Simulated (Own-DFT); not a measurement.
GaN (wurtzite, strained, atoms displaced) (calculated)

All values are calculated (Own-DFT development build). A calculation, not a measurement: plane-wave PBE density functional theory by an unreviewed code, no spin, of a simulated periodic cell, stress positive in tension, free energy of the whole cell less one offset for each atom, forces on such cells passed a denser k mesh, this cell's mesh not checked; offsets are fitted by least squares, one for each functional and potential file, so energies compare only between cells with the same atoms and settings and are not formation energies; the far tail of each file's local potential was reset to the Coulomb form; each entry is a single point on an unrelaxed cell, so the pressure reflects the starting lattice, mostly measured values (interpolated for alloys), from which strain is counted, and rises with the displacements; printed positions are rounded, which can move forces by about a meV/angstrom; the program, named Own-DFT, is a retired in-house code; no spin-orbit coupling.

Common to all runs: functional PBE; potential files PseudoDojo norm-conserving, scalar-relativistic, standard set with the stringent files for Ga; wave cutoff 96 hartree; occupations Gaussian; smearing width 0.01 eV; k mesh 3 x 4 x 3 centred on Gamma.

(1) GaN (wurtzite, strained, atoms displaced)

```
cell vectors (Å)
  12.7560     0.0000     0.0000
  -4.7835     8.2853     0.0000
   0.0000     0.0000    10.4737
atoms (fractions of the cell vectors)
Ga  0.09130  0.22237  0.00120
Ga  0.16723  0.11109  0.25039
N   0.08875  0.23253  0.19652
N   0.17154  0.10536  0.43072
Ga  0.07957  0.21660  0.49378
Ga  0.16253  0.10853  0.74852
N   0.08897  0.23147  0.68485
N   0.16888  0.11304  0.94955
Ga  0.07853  0.56204  0.99849
Ga  0.16256  0.44766  0.24625
N   0.07817  0.56017  0.18267
N   0.17005  0.44754  0.43393
Ga  0.08045  0.54991  0.50084
Ga  0.16154  0.43842  0.75521
N   0.09280  0.55485  0.68419
N   0.16805  0.44079  0.94631
Ga  0.08401  0.88954  0.00239
Ga  0.16261  0.76759  0.24743
N   0.08283  0.88576  0.19113
N   0.16334  0.77819  0.44050
Ga  0.08864  0.89524  0.50094
Ga  0.17249  0.77599  0.74889
N   0.07421  0.88460  0.69235
N   0.16961  0.77864  0.93139
Ga  0.32355  0.21563  0.00078
Ga  0.41666  0.11262  0.24794
N   0.33292  0.21455  0.18390
N   0.42077  0.10335  0.43397
Ga  0.32736  0.21513  0.50549
Ga  0.41577  0.10544  0.74789
N   0.33361  0.22113  0.70065
N   0.41810  0.11160  0.93735
Ga  0.33360  0.56143  0.99623
Ga  0.41381  0.44330  0.25491
N   0.32313  0.55134  0.19157
N   0.42232  0.44660  0.43269
Ga  0.33224  0.56237  0.51004
Ga  0.41842  0.44340  0.74394
N   0.33622  0.55486  0.68843
N   0.41867  0.44761  0.93532
Ga  0.32962  0.89283  0.00538
Ga  0.41325  0.76648  0.25816
N   0.33104  0.89186  0.18972
N   0.41769  0.78403  0.44000
Ga  0.33441  0.88803  0.50004
Ga  0.41714  0.77382  0.75171
N   0.32770  0.88845  0.68720
N   0.41647  0.78663  0.93831
Ga  0.58514  0.21660  0.00386
Ga  0.66684  0.10352  0.24964
N   0.58841  0.22784  0.19704
N   0.66651  0.10712  0.44075
Ga  0.58255  0.22220  0.50317
Ga  0.67115  0.11004  0.75291
N   0.57828  0.22014  0.69043
N   0.66765  0.11000  0.93707
Ga  0.58823  0.55083  0.00101
Ga  0.66473  0.44410  0.25298
N   0.58346  0.55938  0.18341
N   0.66496  0.44672  0.44555
Ga  0.58453  0.55217  0.50542
Ga  0.66580  0.44607  0.74907
N   0.58492  0.55563  0.68877
N   0.65478  0.44224  0.93113
Ga  0.59089  0.89285  0.00674
Ga  0.67300  0.77817  0.24812
N   0.57903  0.87602  0.19191
N   0.65668  0.77284  0.43965
Ga  0.58465  0.88667  0.49687
Ga  0.67049  0.76495  0.75493
N   0.58686  0.89028  0.68445
N   0.66664  0.78334  0.93255
Ga  0.83185  0.22362  0.00175
Ga  0.90934  0.11296  0.24577
N   0.84069  0.22832  0.19630
N   0.92122  0.11450  0.44137
Ga  0.82419  0.21530  0.50294
Ga  0.91351  0.10997  0.75267
N   0.83196  0.21282  0.69050
N   0.90876  0.10198  0.93316
Ga  0.84136  0.56510  0.00440
Ga  0.91668  0.43600  0.25032
N   0.83086  0.54966  0.18722
N   0.92030  0.44325  0.43682
Ga  0.83444  0.56087  0.50061
Ga  0.91660  0.44777  0.74774
N   0.83189  0.55736  0.68558
N   0.91718  0.44620  0.93311
Ga  0.83055  0.88855  0.99994
Ga  0.92025  0.78327  0.24938
N   0.83837  0.90028  0.18327
N   0.91645  0.77927  0.44014
Ga  0.83264  0.88958  0.50406
Ga  0.92198  0.78558  0.74770
N   0.83783  0.88781  0.67977
N   0.91889  0.78632  0.93673
```

It finds free energy of cell above offsets -5.697 eV; pressure 4.91 GPa; stress xx -5.56 GPa; stress yy -5.89 GPa; stress zz -3.28 GPa; stress yz -0.59 GPa; stress xz -0.01 GPa; stress xy -0.26 GPa.

Force:
```csv
element,x (eV/Å),y (eV/Å),z (eV/Å)
Ga,-2.219,0.081,1.066
Ga,0.144,0.106,-0.747
N,-0.674,-2.032,-1.225
N,-1.251,0.75,1.324
Ga,1.36,1.446,0.377
Ga,0.2,0.313,0.695
N,-0.382,-1.846,0.065
N,-1.229,-1.793,-2.259
Ga,1.518,-0.573,-0.271
Ga,-0.111,0.313,0.797
N,0.474,-1.197,-0.023
N,-0.307,-0.321,0.524
Ga,0.794,0.643,-0.395
Ga,1.258,0.779,0.396
N,-1.913,0.079,0.762
N,-1.39,0.551,-1.13
Ga,0.129,-0.21,-0.062
Ga,0.05,1.864,1.303
N,0.017,0.38,-0.686
N,0.8,-0.603,-0.374
Ga,-0.707,-1.268,0.194
Ga,-1.708,-0.335,-0.196
N,3.301,1.42,-1.14
N,-1.001,0.025,0.949
Ga,3.302,2.204,-0.184
Ga,0.452,-0.346,0.481
N,-0.711,1.162,0.71
N,-1.249,1.033,0.73
Ga,1.588,0.983,-0.417
Ga,-0.075,0.237,1.154
N,-0.529,-0.67,-1.796
N,-0.388,-0.05,0.405
Ga,1.081,0.086,0.646
Ga,-0.071,-0.117,-1.572
N,1.74,0.553,-0.872
N,-0.966,-0.656,2.158
Ga,0.564,-0.62,-1.917
Ga,-0.146,0.269,1.635
N,-0.696,-0.162,0.782
N,-0.414,-0.213,0.322
Ga,1.06,0.117,-0.484
Ga,-0.82,0.72,-0.92
N,0.632,-0.95,0.226
N,0.387,-0.984,0.261
Ga,-0.861,-0.024,-0.08
Ga,0.245,1.071,-0.008
N,1.748,0.078,-0.547
N,0.653,-0.281,0.319
Ga,-1.26,0.829,-0.261
Ga,-0.672,0.361,0.722
N,0.231,-1.278,-1.199
N,-0.662,0.285,-0.869
Ga,0.141,-0.287,-0.131
Ga,-1.367,-0.648,-0.653
N,1.392,0.246,-0.266
N,0.155,0.344,0.944
Ga,-2.769,0.977,-0.01
Ga,-0.065,0.731,0.336
N,0.321,-0.498,0.896
N,1.165,-0.437,-1.048
Ga,-1.018,0.642,-0.64
Ga,0.389,-0.848,0.009
N,-0.185,-0.492,-0.36
N,3.552,-0.792,0.554
Ga,-1.536,-0.925,-0.84
Ga,-0.563,-0.499,0.818
N,0.215,1.266,-0.218
N,2.498,-0.029,-0.868
Ga,-0.993,0.312,1.157
Ga,-1.097,2.054,-1.311
N,0.011,-0.596,0.719
N,0.738,-0.907,1.364
Ga,0.767,0.079,-0.296
Ga,3.299,-0.094,1.658
N,-2.324,-1.295,-2.31
N,-1.849,-1.058,-0.975
Ga,1.727,0.905,-0.013
Ga,1.246,-0.411,-0.836
N,-0.541,1.813,-0.479
N,0.777,1.6,1.229
Ga,-1.273,-0.727,-0.968
Ga,-0.901,2.357,0.912
N,0.118,0.748,0.52
N,-1.36,-0.495,0.386
Ga,0.463,-0.574,-0.425
Ga,0.449,-0.278,-0.585
N,0.519,-0.017,0.538
N,-0.483,-0.239,0.486
Ga,0.191,-0.099,-0.465
Ga,-0.407,-0.772,0.523
N,0.035,-1.253,0.505
N,0.093,0.423,-0.677
Ga,-0.393,-0.132,-1.709
Ga,-1.808,-1.772,0.824
N,-0.847,0.14,2.166
N,0.204,-0.667,0.17
```

(2) GaN (wurtzite, strained, atoms displaced)

```
cell vectors (Å)
  12.7560     0.0000     0.0000
  -4.7835     8.2853     0.0000
   0.0000     0.0000    10.4737
atoms (fractions of the cell vectors)
Ga  0.08314  0.21772  0.99383
Ga  0.16112  0.09603  0.25037
N   0.08213  0.22924  0.18720
N   0.17399  0.11158  0.43258
Ga  0.08317  0.22690  0.50477
Ga  0.16331  0.11662  0.74308
N   0.08965  0.21868  0.68629
N   0.17032  0.11360  0.94354
Ga  0.07876  0.55630  0.01022
Ga  0.16750  0.43823  0.25114
N   0.08031  0.55157  0.18904
N   0.16554  0.44295  0.44835
Ga  0.08464  0.55452  0.50175
Ga  0.16811  0.45774  0.75625
N   0.08601  0.56346  0.69526
N   0.15758  0.44288  0.93350
Ga  0.07771  0.88189  0.00074
Ga  0.16672  0.77850  0.24819
N   0.09109  0.89538  0.18837
N   0.16755  0.77365  0.44334
Ga  0.08447  0.88710  0.49677
Ga  0.17440  0.77677  0.75328
N   0.07952  0.88437  0.68003
N   0.17083  0.78754  0.93650
Ga  0.33736  0.23359  0.00160
Ga  0.41887  0.11368  0.24708
N   0.33444  0.22564  0.19408
N   0.41785  0.11576  0.43556
Ga  0.34023  0.23456  0.50740
Ga  0.41612  0.10683  0.74681
N   0.33110  0.20692  0.68750
N   0.40537  0.11017  0.94227
Ga  0.34078  0.55629  0.99175
Ga  0.41407  0.44803  0.24779
N   0.32476  0.54935  0.18250
N   0.41980  0.44455  0.43473
Ga  0.33761  0.55969  0.49744
Ga  0.41593  0.44986  0.74067
N   0.33013  0.54603  0.69337
N   0.41712  0.44969  0.93474
Ga  0.33133  0.89562  0.99521
Ga  0.41823  0.78814  0.25263
N   0.33546  0.88749  0.19135
N   0.41812  0.78076  0.43821
Ga  0.34450  0.89940  0.50071
Ga  0.41042  0.77484  0.74907
N   0.33523  0.88140  0.68696
N   0.42029  0.77564  0.93534
Ga  0.59237  0.22639  0.00356
Ga  0.66285  0.11016  0.24988
N   0.58298  0.22150  0.19411
N   0.66760  0.11811  0.43306
Ga  0.58716  0.21956  0.50027
Ga  0.67218  0.11452  0.74603
N   0.58771  0.22962  0.69064
N   0.66948  0.10783  0.94651
Ga  0.58009  0.54901  0.99527
Ga  0.66254  0.43644  0.24971
N   0.58892  0.56128  0.18782
N   0.66709  0.45098  0.43450
Ga  0.58181  0.56231  0.49768
Ga  0.66412  0.44328  0.74915
N   0.58625  0.56731  0.69085
N   0.66183  0.44394  0.93197
Ga  0.58077  0.88107  0.99711
Ga  0.66758  0.77401  0.25423
N   0.58714  0.88657  0.18595
N   0.66646  0.78058  0.42637
Ga  0.59118  0.88910  0.49632
Ga  0.66982  0.78643  0.74860
N   0.58279  0.89178  0.68752
N   0.66523  0.77196  0.94933
Ga  0.83210  0.22221  0.00556
Ga  0.92068  0.10723  0.25073
N   0.82919  0.21771  0.17967
N   0.91956  0.11707  0.43886
Ga  0.83296  0.21830  0.49436
Ga  0.91408  0.10596  0.75248
N   0.83002  0.21977  0.68696
N   0.91570  0.10376  0.93452
Ga  0.84548  0.57212  0.00452
Ga  0.91722  0.44470  0.24729
N   0.83024  0.55374  0.17828
N   0.91030  0.43085  0.44011
Ga  0.83506  0.55152  0.49836
Ga  0.91910  0.44929  0.74874
N   0.83868  0.55737  0.68840
N   0.91737  0.44218  0.94417
Ga  0.82355  0.88731  0.00072
Ga  0.91796  0.78441  0.24759
N   0.83432  0.89502  0.18677
N   0.91789  0.77382  0.43545
Ga  0.83475  0.88326  0.49292
Ga  0.92456  0.76927  0.76407
N   0.83598  0.89555  0.69101
N   0.91438  0.76778  0.95087
```

It finds free energy of cell above offsets -4.632 eV; pressure 5.41 GPa; stress xx -6.03 GPa; stress yy -7.09 GPa; stress zz -3.1 GPa; stress yz 0.22 GPa; stress xz -0.17 GPa; stress xy 0.78 GPa.

Force:
```csv
element,x (eV/Å),y (eV/Å),z (eV/Å)
Ga,-0.47,0.633,0.693
Ga,0.128,3.94,0.359
N,0.908,-1.757,-0.424
N,-1.043,0.157,1.171
Ga,1.114,-1.117,-0.54
Ga,2.609,-2.267,1.694
N,-3.38,1.988,0.044
N,-0.47,-0.68,-1.044
Ga,1.128,0.017,-1.68
Ga,-0.824,0.709,0.58
N,0.488,0.774,1.01
N,0.684,0.64,-1.367
Ga,-0.658,0.11,0.304
Ga,0.242,-1.912,-0.816
N,-0.092,-0.936,-1.308
N,1.109,0.433,1.465
Ga,1.152,2.038,0.049
Ga,0.795,-0.531,1.076
N,-0.994,-2.686,-0.93
N,0.344,0.495,-0.921
Ga,0.247,0.463,0.142
Ga,-1.884,1.13,-0.558
N,0.925,0.399,1.708
N,-0.661,-1.562,0.497
Ga,-0.584,-0.779,0.601
Ga,-0.967,-0.201,0.466
N,-0.089,-0.239,-0.929
N,0.593,0.173,0.608
Ga,-0.143,-1.788,-1.468
Ga,0.579,0.19,1.216
N,-0.682,1.927,0.173
N,2.414,0.851,-1.022
Ga,-2.741,0.023,1.189
Ga,0.602,0.033,-0.315
N,1.166,1.355,0.292
N,-0.843,0.923,0.504
Ga,-0.561,-0.464,0.469
Ga,1.686,-1.494,1.384
N,-1.022,1.66,-1.503
N,0.891,-0.89,-0.894
Ga,1.344,-0.67,1.264
Ga,1.325,-1.515,-0.724
N,-1.136,0.671,-1.014
N,0.862,-0.038,0.185
Ga,-1.403,-0.69,-0.362
Ga,2.301,-0.383,0.35
N,-0.756,1.253,-0.298
N,-1.491,0.492,-0.196
Ga,-1.228,-0.329,-0.508
Ga,1.258,-0.438,-0.729
N,0.027,-0.191,-1.312
N,0.862,-1.367,0.488
Ga,-1.416,1.193,0.088
Ga,-1.173,-0.362,1.332
N,-0.206,-1.441,-0.703
N,-0.754,-0.164,-1.56
Ga,0.345,0.397,1.023
Ga,0.029,1.634,-0.018
N,-0.702,-1.349,-0.356
N,0.299,-0.453,0.904
Ga,1.193,-0.344,0.332
Ga,0.374,1.174,-0.043
N,0.03,-0.904,-1.022
N,1.294,-0.093,0.846
Ga,0.142,0.897,0.897
Ga,-0.262,0.544,-2.781
N,-1.009,0.025,0.49
N,0.866,-0.09,2.785
Ga,-1.491,0.781,0.481
Ga,0.2,-0.05,0.841
N,-0.088,-0.246,-0.419
N,-0.666,-0.114,-2.158
Ga,0.907,-0.136,-1.611
Ga,-1.19,1.321,-0.174
N,0.455,0.308,2.87
N,0.398,-1.375,-0.365
Ga,-0.321,-0.49,1.094
Ga,0.384,1.298,-0.567
N,1.471,0.963,-0.404
N,-0.457,0.381,0.698
Ga,-0.821,-5.536,-0.381
Ga,-0.758,-0.847,0.226
N,0.303,0.337,2.752
N,0.606,2.064,-0.806
Ga,-0.549,0.107,0.202
Ga,0.257,-1.122,0.931
N,-1.145,-0.229,-0.112
N,-0.671,0.49,-1.046
Ga,1.628,0.557,0.384
Ga,0.181,-1.049,-0.142
N,0.453,-0.883,0.248
N,-0.134,0.095,-0.482
Ga,-0.101,0.831,1.273
Ga,-1.307,0.957,-1.552
N,0.594,-1.88,-0.833
N,-0.843,4.248,-2.28
```

(3) GaN (wurtzite, strained, atoms displaced)

```
cell vectors (Å)
  12.7560     0.0000     0.0000
  -4.7835     8.2853     0.0000
   0.0000     0.0000    10.4737
atoms (fractions of the cell vectors)
Ga  0.08705  0.22925  0.99937
Ga  0.16815  0.11652  0.25220
N   0.07680  0.21561  0.19570
N   0.16555  0.10520  0.44366
Ga  0.08074  0.22156  0.50359
Ga  0.16753  0.10857  0.74422
N   0.07821  0.22346  0.69360
N   0.17146  0.11174  0.93912
Ga  0.08946  0.56933  0.99569
Ga  0.16639  0.44620  0.25585
N   0.08342  0.55550  0.19192
N   0.16603  0.44312  0.43911
Ga  0.09076  0.55799  0.50646
Ga  0.16641  0.44781  0.75364
N   0.08312  0.54645  0.68303
N   0.16598  0.43716  0.93308
Ga  0.08057  0.88335  0.99700
Ga  0.16891  0.78368  0.24206
N   0.08509  0.88983  0.18793
N   0.17287  0.77659  0.43762
Ga  0.08514  0.89186  0.49871
Ga  0.17027  0.78683  0.75039
N   0.08751  0.89805  0.68957
N   0.17035  0.77860  0.93359
Ga  0.33167  0.21992  0.99555
Ga  0.41132  0.10511  0.24894
N   0.34003  0.22194  0.18895
N   0.41040  0.10231  0.44455
Ga  0.33285  0.22358  0.50349
Ga  0.41712  0.10610  0.74868
N   0.33919  0.23217  0.68451
N   0.41845  0.10645  0.94644
Ga  0.33211  0.55180  0.99604
Ga  0.41643  0.44991  0.25337
N   0.33989  0.55706  0.18311
N   0.41978  0.44707  0.44810
Ga  0.33283  0.55877  0.50685
Ga  0.41175  0.43654  0.74997
N   0.33079  0.55393  0.69435
N   0.42057  0.44828  0.93704
Ga  0.33232  0.88174  0.00694
Ga  0.40887  0.77642  0.24981
N   0.33324  0.87812  0.19343
N   0.41113  0.77178  0.44549
Ga  0.32942  0.87637  0.50081
Ga  0.41573  0.77945  0.76153
N   0.33375  0.89158  0.68814
N   0.42102  0.78332  0.93664
Ga  0.58517  0.22460  0.99847
Ga  0.66810  0.10866  0.24991
N   0.58952  0.21981  0.19751
N   0.66754  0.10392  0.43647
Ga  0.58091  0.22133  0.50871
Ga  0.66461  0.11195  0.75419
N   0.58371  0.22026  0.68053
N   0.66405  0.10161  0.94157
Ga  0.58663  0.55514  0.99743
Ga  0.67179  0.44169  0.24334
N   0.57535  0.54767  0.18760
N   0.66333  0.43657  0.45019
Ga  0.58400  0.56218  0.48897
Ga  0.65875  0.43489  0.74773
N   0.58920  0.56529  0.67921
N   0.66820  0.44236  0.94375
Ga  0.58504  0.89630  0.99798
Ga  0.67232  0.79023  0.25265
N   0.58361  0.88795  0.19179
N   0.66079  0.78129  0.44243
Ga  0.58172  0.88410  0.49928
Ga  0.66091  0.77298  0.75612
N   0.58175  0.88679  0.69187
N   0.66939  0.77962  0.94074
Ga  0.83716  0.21976  0.00380
Ga  0.91319  0.10723  0.26084
N   0.82795  0.21521  0.19102
N   0.91455  0.11826  0.43119
Ga  0.83448  0.23470  0.49723
Ga  0.91609  0.11740  0.75290
N   0.82937  0.21961  0.68540
N   0.90981  0.10951  0.92798
Ga  0.83516  0.54565  0.00268
Ga  0.91734  0.44783  0.25160
N   0.83914  0.56297  0.18286
N   0.91494  0.44538  0.42786
Ga  0.83268  0.55164  0.50345
Ga  0.91365  0.44177  0.76176
N   0.82968  0.56233  0.68985
N   0.91735  0.45021  0.93822
Ga  0.82863  0.88225  0.99844
Ga  0.92461  0.77810  0.25554
N   0.83423  0.88967  0.18760
N   0.91642  0.78572  0.43292
Ga  0.82826  0.89110  0.50676
Ga  0.91708  0.77319  0.74203
N   0.83193  0.88576  0.68287
N   0.91385  0.77285  0.94235
```

Results for GaN (wurtzite, strained, atoms displaced): free energy of cell above offsets -5.229 eV; pressure 5.15 GPa; stress xx -5.24 GPa; stress yy -6.06 GPa; stress zz -4.14 GPa; stress yz 0.16 GPa; stress xz -0.25 GPa; stress xy 0.3 GPa.

Force:
```csv
element,x (eV/Å),y (eV/Å),z (eV/Å)
Ga,-0.45,-2.121,0.685
Ga,0.545,-0.292,-0.052
N,0.631,1.174,-1.169
N,-0.462,1.584,-0.656
Ga,-0.132,-0.3,-0.074
Ga,-0.562,1.948,1.044
N,1.316,0,-0.79
N,-1.253,-0.566,-0.63
Ga,0.189,-2.359,1.148
Ga,0.435,-0.346,-0.856
N,0.203,0.411,-1.295
N,0.571,-0.121,0.348
Ga,-1.276,-0.19,-1.769
Ga,0.484,-0.785,-0.943
N,-1.463,1.396,1.938
N,-0.676,1.82,1.163
Ga,-0.464,0.801,0.346
Ga,-0.222,-1.091,1.688
N,0.307,0.59,-0.474
N,-2.017,-0.438,-0.446
Ga,0.234,-1.329,0.033
Ga,0.076,-1.033,-0.889
N,0.077,-1.899,-0.67
N,-0.228,0.749,0.457
Ga,1.096,0.688,1.029
Ga,1.576,0.655,1.279
N,-1.813,0.23,-0.29
N,0.337,0.376,-0.659
Ga,0.609,-0.233,-0.963
Ga,-0.361,0.814,0.49
N,-0.071,-2.377,0.913
N,-0.489,-0.008,-1.119
Ga,0.582,0.512,0.3
Ga,0.76,-0.987,0.439
N,-1.899,-0.213,0.338
N,-1.519,-0.412,-1.433
Ga,0.488,-0.976,0.166
Ga,0.75,2.479,0.023
N,0.076,0.456,-0.072
N,-0.128,-0.731,-0.258
Ga,0.392,0.877,-0.588
Ga,3.474,-1.092,1.319
N,-1.906,1.81,-1.501
N,0.967,0.287,-1.35
Ga,0.074,1.901,0.504
Ga,0.339,-0.17,-2.434
N,0.203,-0.74,0.311
N,-0.621,-0.986,1.763
Ga,0.306,-0.856,1.434
Ga,-0.411,-0.55,0.881
N,-1.609,-0.206,-1.552
N,-0.824,0.721,0.692
Ga,0.238,-1.246,-3.386
Ga,0.635,-0.746,-0.592
N,-0.264,-0.382,3.289
N,-0.024,3.011,-0.854
Ga,-0.647,0.233,1.022
Ga,-1.203,0.463,1.276
N,1.808,1.189,0.202
N,0.202,1.317,-1.827
Ga,1.165,-0.691,1.397
Ga,-0.123,1.738,0.035
N,-0.622,-1.632,1.199
N,0.101,-0.059,-1.255
Ga,0.686,-2.244,1.649
Ga,-0.085,-1.629,-0.271
N,-1.01,-0.202,-0.756
N,1.951,-0.249,-1.39
Ga,-1.428,1.129,1.079
Ga,0.763,0.567,-0.87
N,-0.481,0.269,-0.044
N,-1.099,-0.643,-0.245
Ga,-0.813,0.014,0.326
Ga,-0.126,-0.118,-2.8
N,1.266,1.367,-0.776
N,0.442,-0.402,3.445
Ga,-0.048,-1.478,0.21
Ga,-0.212,-1.304,-1.7
N,-0.223,0.975,0.415
N,1.415,-0.023,2.379
Ga,-1.666,1.745,-0.204
Ga,0.032,-0.738,-1.303
N,-0.038,-0.689,1.007
N,0.512,1.062,2.183
Ga,-0.493,0.625,-0.533
Ga,-0.088,0.13,-2.711
N,1.324,-2.128,-0.109
N,1.795,-1.159,0.805
Ga,1.044,1.018,0.603
Ga,-1.557,0.306,-1.3
N,0.551,-0.132,0.1
N,0.323,-0.741,1.796
Ga,0.256,0.347,-1.52
Ga,-0.874,1.61,1.452
N,-0.05,0.646,1.873
N,0.419,-0.002,-1.098
```
